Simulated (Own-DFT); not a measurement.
## Calculated data, Hf32O63 (monoclinic hafnia with one vacancy, atoms displaced)

Computed with Own-DFT development build. A calculation, not a measurement: plane-wave PBE density functional theory by an unreviewed code, no spin, of a simulated periodic cell, stress positive in tension, free energy of the whole cell less one offset for each atom, defect cell not probed for a lower state with spin; hafnium file: forces about 75 meV/angstrom off all-electron values; oxygen file: force components 24 meV/angstrom off all-electron in one glass; forces on such cells passed a denser k mesh, this cell's mesh not checked; offsets are fitted by least squares, one for each functional and potential file, so energies compare only between cells with the same atoms and settings and are not formation energies; the far tail of each file's local potential was reset to the Coulomb form; each entry is a single point on an unrelaxed cell, so the pressure reflects the starting lattice, mostly measured values, from which strain is counted, and rises with the displacements; printed positions are rounded, which can move forces by about a meV/angstrom; the program is a retired in-house code; no spin-orbit coupling; before rounding, a Quantum ESPRESSO 7.3.1 run of the same cell and cutoff gave forces within 1 meV/angstrom rms on each cell, which checks the program and not the settings.

Settings shared by all entries: functional PBE; potential files PseudoDojo norm-conserving, scalar-relativistic, standard set; wave cutoff 72 hartree; occupations Fermi-Dirac; smearing width 0.1 eV; k mesh 2 x 2 x 2 centred on Gamma.

(1) Hf32O63 (monoclinic hafnia with one vacancy, atoms displaced)

```
cell vectors (Å)
  10.2340     0.0000     0.0000
   0.0000    10.3500     0.0000
  -1.6955     0.0000    10.4453
atoms (fractions of the cell vectors)
Hf  0.13334  0.02507  0.10150
Hf  0.36715  0.26294  0.14662
Hf  0.36326  0.48147  0.39039
Hf  0.12348  0.23099  0.34819
O   0.03866  0.16822  0.17956
O   0.45899  0.41407  0.07780
O   0.46461  0.33021  0.33107
O   0.03402  0.07849  0.41940
O   0.22616  0.37764  0.23537
O   0.27393  0.12502  0.01922
O   0.27637  0.11671  0.25824
O   0.23219  0.36954  0.49476
Hf  0.13038  0.02032  0.59306
Hf  0.35078  0.26762  0.64453
Hf  0.36348  0.47725  0.90158
Hf  0.13806  0.22427  0.85784
O   0.04480  0.16877  0.67248
O   0.46516  0.41705  0.58709
O   0.46020  0.32968  0.81824
O   0.03045  0.07529  0.93004
O   0.23060  0.37993  0.74322
O   0.27582  0.13553  0.51145
O   0.27272  0.12717  0.76357
Hf  0.14117  0.51910  0.09952
Hf  0.36219  0.77179  0.13593
Hf  0.36582  0.98851  0.39645
Hf  0.13826  0.74189  0.35182
O   0.03527  0.66883  0.17975
O   0.46187  0.90972  0.07718
O   0.46671  0.83853  0.32382
O   0.03967  0.58062  0.41501
O   0.22259  0.88796  0.23013
O   0.27524  0.62415  0.00683
O   0.27327  0.61460  0.26386
O   0.22312  0.87231  0.48495
Hf  0.13570  0.51840  0.60044
Hf  0.36642  0.76287  0.64571
Hf  0.36431  0.98672  0.89704
Hf  0.14161  0.73296  0.85231
O   0.02982  0.66508  0.67336
O   0.46038  0.91521  0.57505
O   0.46271  0.83405  0.82145
O   0.03549  0.58542  0.92942
O   0.21837  0.87627  0.74816
O   0.27501  0.63478  0.50466
O   0.26907  0.61528  0.76130
O   0.22677  0.86989  0.99170
Hf  0.63204  0.02010  0.10096
Hf  0.87159  0.26660  0.15893
Hf  0.86121  0.48508  0.40228
Hf  0.63287  0.22850  0.35417
O   0.53613  0.16278  0.17660
O   0.96917  0.41529  0.07031
O   0.96805  0.33710  0.32712
O   0.54845  0.07836  0.42031
O   0.73382  0.37440  0.23795
O   0.77771  0.13375  0.00372
O   0.77341  0.11871  0.26483
O   0.71758  0.35987  0.49503
Hf  0.63852  0.01898  0.60720
Hf  0.85702  0.26609  0.64057
Hf  0.86071  0.47769  0.90090
Hf  0.63429  0.22898  0.84929
O   0.53514  0.16341  0.67187
O   0.96369  0.40946  0.57878
O   0.96996  0.33835  0.82697
O   0.54310  0.09648  0.92792
O   0.72086  0.37373  0.73853
O   0.78098  0.12701  0.50639
O   0.78346  0.11848  0.75123
O   0.71976  0.36820  0.99683
Hf  0.64502  0.51892  0.10302
Hf  0.85739  0.77203  0.13730
Hf  0.85753  0.98441  0.40018
Hf  0.63886  0.72090  0.35381
O   0.53823  0.65706  0.17685
O   0.96149  0.91218  0.07361
O   0.95738  0.82678  0.32574
O   0.53852  0.58500  0.42678
O   0.72367  0.88214  0.23009
O   0.77288  0.63031  0.01482
O   0.76965  0.61381  0.25763
O   0.73021  0.86696  0.49108
Hf  0.62994  0.52215  0.60555
Hf  0.86710  0.76895  0.64016
Hf  0.86518  0.97589  0.88905
Hf  0.64704  0.72605  0.86615
O   0.54243  0.65399  0.67853
O   0.96590  0.91807  0.57926
O   0.96708  0.84438  0.82647
O   0.53613  0.58635  0.92311
O   0.72866  0.87493  0.74072
O   0.77144  0.62946  0.51099
O   0.77074  0.61999  0.75982
O   0.72885  0.86867  0.99024
```

```
free energy of cell above offsets : -90.538 eV
pressure                          : 5.97 GPa
stress xx                         : -6.12 GPa
stress yy                         : -5.56 GPa
stress zz                         : -6.23 GPa
stress yz                         : -0.01 GPa
stress xz                         : -0.99 GPa
stress xy                         : -0.21 GPa
```

Force:
```
element  x (eV/Å)  y (eV/Å)  z (eV/Å)
     Hf     0.223    -2.141     1.127
     Hf    -1.269     1.376     0.199
     Hf     -0.72    -0.616     1.228
     Hf      4.37     0.156     2.439
      O    -0.229    -0.628     -0.98
      O      0.76     0.135     0.284
      O    -0.051     0.206    -0.184
      O    -0.033     0.481    -0.416
      O    -0.164    -0.663    -0.095
      O     0.427     0.329    -1.466
      O    -0.121     1.061     0.458
      O    -1.114     0.787    -1.207
     Hf     1.566    -0.287     2.103
     Hf     1.695     1.491     0.574
     Hf     0.072    -1.054    -1.581
     Hf    -0.683     1.241    -0.521
      O    -1.038     0.109    -0.415
      O    -0.395    -0.052    -1.098
      O     0.569     0.457     1.764
      O     1.733     2.274    -1.172
      O    -1.446     0.034     0.119
      O    -0.411     -1.62    -1.081
      O     0.777    -1.391     0.594
     Hf    -0.814     0.673     1.354
     Hf    -0.907    -1.238     2.597
     Hf    -0.025    -1.495    -0.654
     Hf    -0.267    -1.659    -1.081
      O      0.22    -0.577    -1.466
      O     1.734     1.848    -1.145
      O    -0.138    -0.346    -0.138
      O    -1.016    -0.505     1.004
      O     0.221    -1.519     0.966
      O     0.392     0.505     0.302
      O     0.412     1.145    -0.979
      O     0.149     1.098     0.688
     Hf     0.666    -0.032     0.404
     Hf    -0.068     0.656     0.364
     Hf    -0.295    -1.478    -1.122
     Hf    -0.727    -0.609     0.399
      O     0.839    -0.616    -0.278
      O     0.656     0.039     0.413
      O     0.414     0.477     1.039
      O    -0.451     0.572    -0.938
      O     0.871     0.848    -1.461
      O     0.024      -0.6     0.842
      O     0.463     0.767    -0.599
      O     0.007     0.214     -0.62
     Hf     2.191     0.301     0.824
     Hf    -2.873     0.685    -3.781
     Hf     0.076    -0.376     -0.48
     Hf     1.523     0.654     0.344
      O    -0.061    -0.262    -0.523
      O    -0.519    -1.035     1.268
      O    -0.591     0.684     0.789
      O    -1.311    -0.681      0.51
      O    -0.836     0.457     1.076
      O     0.121    -0.587     1.071
      O     0.593     0.534    -0.837
      O     0.761     0.992    -0.793
     Hf     0.134    -0.527    -0.094
     Hf     0.137     0.569     1.486
     Hf     0.664    -0.863    -1.363
     Hf     1.679     1.966    -0.285
      O    -0.071    -0.574    -0.354
      O     0.636     1.106    -0.772
      O    -0.123    -0.432    -0.058
      O    -3.047    -2.723     0.206
      O     0.641     0.325     0.343
      O    -0.164    -0.195     0.591
      O    -0.584    -0.189     0.389
      O     0.537      0.65    -0.822
     Hf    -1.386    -1.283     0.576
     Hf     1.369     0.345      2.67
     Hf    -0.376    -2.026    -1.705
     Hf     -0.39     2.051    -0.737
      O    -1.149     0.742    -0.517
      O     0.716      0.52     0.321
      O    -0.265     0.959     0.772
      O    -1.012    -0.518    -0.526
      O    -0.316    -0.529     0.699
      O      0.74    -0.723    -0.595
      O     0.765       0.3     0.723
      O    -0.451      0.21    -0.431
     Hf     1.638    -2.663     0.408
     Hf    -1.719     0.303     1.254
     Hf    -2.308     1.053     1.018
     Hf    -0.956     0.546    -2.785
      O    -3.012     3.175     0.683
      O    -0.045     0.009    -0.267
      O     1.551    -2.309    -0.928
      O    -0.309    -0.397     0.581
      O    -0.678     0.175     -0.49
      O     1.028    -0.695    -0.367
      O     1.092    -0.064     1.063
      O    -0.915     0.492    -0.716
```

(2) Hf32O63 (monoclinic hafnia with one vacancy, atoms displaced)

```
cell vectors (Å)
  10.2340     0.0000     0.0000
   0.0000    10.3500     0.0000
  -1.6955     0.0000    10.4453
atoms (fractions of the cell vectors)
Hf  0.14686  0.01911  0.10156
Hf  0.35816  0.27377  0.14802
Hf  0.36388  0.49466  0.39494
Hf  0.13734  0.22428  0.35268
O   0.03765  0.16931  0.18084
O   0.46860  0.41756  0.08112
O   0.45816  0.34471  0.32949
O   0.03635  0.07802  0.42712
O   0.21789  0.37942  0.23790
O   0.27093  0.12808  0.01109
O   0.27970  0.12027  0.26284
O   0.22444  0.36533  0.48852
Hf  0.13654  0.02267  0.59608
Hf  0.36976  0.27024  0.64834
Hf  0.37012  0.48338  0.89471
Hf  0.14274  0.22675  0.85457
O   0.02856  0.16628  0.66958
O   0.46766  0.41572  0.57476
O   0.45441  0.33361  0.82202
O   0.03142  0.08538  0.92491
O   0.21877  0.38186  0.73695
O   0.28098  0.13225  0.51663
O   0.27508  0.10809  0.76168
O   0.21798  0.37466  0.99566
Hf  0.14466  0.51981  0.10109
Hf  0.36204  0.76436  0.13311
Hf  0.35561  0.98810  0.39987
Hf  0.13860  0.73252  0.35962
O   0.04088  0.66483  0.17331
O   0.46212  0.91689  0.07999
O   0.46568  0.83411  0.33607
O   0.03238  0.58443  0.41210
O   0.21858  0.88141  0.23995
O   0.27554  0.62624  0.00403
O   0.27394  0.61827  0.25920
O   0.21305  0.87229  0.49542
Hf  0.15023  0.50897  0.59826
Hf  0.35640  0.76930  0.64616
Hf  0.36006  0.98063  0.89209
Hf  0.13879  0.73988  0.85661
O   0.04437  0.65968  0.68406
O   0.46508  0.90562  0.56819
O   0.46298  0.82960  0.82456
O   0.03905  0.58968  0.93032
O   0.22868  0.88008  0.73664
O   0.27364  0.63210  0.51083
O   0.27131  0.61111  0.75429
O   0.23414  0.87273  0.99519
Hf  0.63686  0.02355  0.11790
Hf  0.84518  0.26633  0.14018
Hf  0.86388  0.47957  0.38873
Hf  0.64314  0.23454  0.35444
O   0.53200  0.17056  0.17932
O   0.96813  0.40782  0.07737
O   0.96545  0.33404  0.32585
O   0.53261  0.07145  0.42757
O   0.72656  0.37617  0.24834
O   0.77739  0.12651  0.01065
O   0.77841  0.11051  0.26527
O   0.72135  0.36879  0.49069
Hf  0.64337  0.02034  0.59965
Hf  0.86273  0.26865  0.64310
Hf  0.86053  0.47157  0.89816
Hf  0.64072  0.23877  0.85352
O   0.53689  0.15827  0.67791
O   0.96458  0.40385  0.57845
O   0.97083  0.33658  0.83715
O   0.53554  0.08310  0.92158
O   0.72909  0.37500  0.74108
O   0.77762  0.13138  0.51356
O   0.77495  0.11931  0.75973
O   0.72577  0.36541  0.99850
Hf  0.63649  0.51893  0.10212
Hf  0.86368  0.77138  0.14459
Hf  0.85279  0.98389  0.39558
Hf  0.65165  0.72445  0.35695
O   0.53562  0.67395  0.17331
O   0.95651  0.92279  0.07014
O   0.96996  0.83121  0.33630
O   0.53669  0.58635  0.41935
O   0.73219  0.88827  0.23764
O   0.77460  0.63099  0.01441
O   0.77440  0.62815  0.25528
O   0.72908  0.87696  0.48510
Hf  0.64465  0.51721  0.60910
Hf  0.85990  0.76897  0.64381
Hf  0.86203  0.98276  0.89751
Hf  0.64281  0.72609  0.85530
O   0.53485  0.65942  0.67967
O   0.96181  0.90794  0.57394
O   0.96137  0.83729  0.83475
O   0.53957  0.58406  0.92912
O   0.78307  0.61766  0.51274
O   0.77487  0.61826  0.75566
O   0.71567  0.86971  0.97734
```

```
free energy of cell above offsets : -89.443 eV
pressure                          : 4.67 GPa
stress xx                         : -2.69 GPa
stress yy                         : -5.2 GPa
stress zz                         : -6.12 GPa
stress yz                         : 0.35 GPa
stress xz                         : 0.08 GPa
stress xy                         : -0.11 GPa
```

Force:
```
element  x (eV/Å)  y (eV/Å)  z (eV/Å)
     Hf    -2.586     0.232     1.288
     Hf    -0.771     0.609     0.734
     Hf    -0.328    -1.832    -0.022
     Hf    -0.615     1.382    -0.323
      O    -0.288    -1.121    -1.321
      O    -0.398    -0.327    -0.499
      O     1.486    -1.506    -0.501
      O    -0.168     0.819    -0.984
      O     0.664    -0.496     0.387
      O     0.983     0.702    -0.217
      O    -0.037     0.843    -0.721
      O     0.403     0.834     0.144
     Hf    -0.904    -0.924     1.809
     Hf    -0.603      0.04    -1.575
     Hf    -2.465     0.345    -0.294
     Hf     -1.31     0.529    -0.206
      O     1.164    -0.597     0.756
      O     -0.02    -0.131     0.744
      O     1.846    -0.325     1.339
      O     1.223     0.711    -0.317
      O     0.687    -1.868     0.862
      O    -0.363     -0.66    -0.522
      O    -0.498     2.276    -0.597
      O     1.762     -1.13    -1.304
     Hf    -2.167     0.143     0.749
     Hf     0.129     1.326     3.817
     Hf       1.4    -3.534     -0.39
     Hf    -0.102      0.09    -1.541
      O    -1.213     0.985    -0.153
      O     0.995     0.691     0.146
      O     0.148     -0.38     -1.16
      O    -0.148    -0.888     1.066
      O      0.39    -0.269     -0.13
      O     0.964     0.474     0.113
      O     0.668     0.805    -0.517
      O     0.933     0.167    -0.385
     Hf    -2.913     1.357     0.631
     Hf     1.454     0.511     0.102
     Hf      2.26    -0.873     0.589
     Hf    -1.401    -2.421    -1.471
      O    -1.127     0.543    -1.002
      O     0.061     0.208     1.504
      O      0.13     0.088     0.594
      O    -1.181     -0.25    -0.665
      O    -0.939    -0.494     0.804
      O     0.375    -0.497    -0.381
      O     1.466     0.743     0.902
      O     -1.15     0.077    -1.137
     Hf    -1.263        -1    -3.369
     Hf     4.894     0.226     2.024
     Hf     1.269    -0.364     1.515
     Hf    -2.418    -0.325     1.139
      O      0.81    -0.201    -0.036
      O    -1.263     0.064    -0.192
      O     -0.42    -0.276     0.124
      O     1.764     2.573    -1.027
      O    -0.688      0.26    -1.286
      O    -0.944      0.45     0.432
      O    -0.964     3.361    -1.226
      O    -0.076      0.16     -0.14
     Hf    -1.611    -1.082     1.218
     Hf     0.342     0.069     0.986
     Hf     2.914     1.799     0.841
     Hf    -1.019    -3.696    -0.383
      O    -0.379     0.919     -0.13
      O     0.991     1.784    -1.042
      O    -0.158     -0.61    -0.925
      O     0.225     0.868     0.461
      O    -0.858      0.26     0.604
      O    -0.227    -0.321    -1.185
      O    -0.358     0.188     0.173
      O    -1.051     1.091    -1.136
     Hf    -0.028     1.708     1.471
     Hf     1.804     0.328    -0.038
     Hf     3.273    -2.263     1.142
     Hf    -3.462      1.76    -0.235
      O     1.124    -1.318    -0.441
      O     0.803    -0.694     1.813
      O    -1.515      0.66    -1.028
      O      0.93     0.159     0.624
      O    -0.356    -1.695     0.145
      O     0.229    -0.841    -0.558
      O     0.368    -1.357     0.384
      O    -1.042    -1.549     0.462
     Hf    -1.115     0.784    -1.054
     Hf      1.71    -0.066     0.792
     Hf    -0.823     -0.42    -1.002
     Hf    -0.419     1.226    -0.877
      O    -0.015    -0.385    -0.616
      O     0.631     0.796       0.7
      O     0.642    -0.843    -0.971
      O    -0.321    -0.579    -0.438
      O    -0.404     1.093    -0.422
      O     0.247     -0.29     1.056
      O     0.335     0.582     0.907
```
